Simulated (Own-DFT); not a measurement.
# Cleaving wurtzite AlN, m plane (10-10)

Source: density functional calculations with Own-DFT, an unreviewed in-house program that is no longer used. Nothing was measured or relaxed, and spin and spin-orbit coupling are left out.

Caveats (not all hold for every row): some atoms lie very close together; forces not confirmed at this smearing and k mesh; k mesh not checked against a denser one.

Both sets of runs: PBE; PseudoDojo norm-conserving scalar-relativistic files; cutoff 42 hartree; Gaussian smearing of 0.01 eV. The slab has 128 atoms in 16 layers, two equal faces of 62.02 Å² as cut, 15 Å of vacuum, a dipole correction along the normal and a 6 x 3 x 1 mesh. The bulk cell has 72 atoms, the same measured lattice constants and a 4 x 4 x 3 mesh. In the slab only the 32 atoms nearest the faces were moved at random; u is their rms move along one axis. Energies are counted from -174.06 eV for each atom.

```
slab run,u (Å),E (eV, cell)
1,0.0465,20.543
2,0.0493,20.905
3,0.0897,26.787
4,0.0956,27.893
5,0.0977,28.220
6,0.0978,27.721
7,0.0990,27.646
8,0.1026,28.410
9,0.1031,27.886
10,0.1079,28.989
11,0.1091,29.061
12,0.1115,29.280
```

```
bulk run   u (Å)  E (meV/atom)
       1  0.0203         -0.82
       2  0.0210         -0.20
       3  0.0212         -0.72
       4  0.0216          0.33
       5  0.0941        294.71
       6  0.0956        284.78
       7  0.0987        290.65
       8  0.0989        310.50
       9  0.1019        364.47
      10  0.1021        341.74
```

Q: what is the energy of the unrelaxed surface?

## Answer

Take each set to u = 0 with E = a + b u². Residuals are scaled by 1/(u² + 0.0006 Å²) to tame the large moves. Slab: a = 18.61 ± 0.16 eV. Bulk: a = -15.4 ± 0.8 meV/atom. The excess is 18.61 - 128 x (-0.0154) = 20.57 ± 0.19 eV. Over two faces that is 166 meV/Å², or 2.66 ± 0.02 J/m². Relaxing the faces would lower the energy, and the unlike meshes and the reach from the smallest u down to zero add errors that aren't counted here.
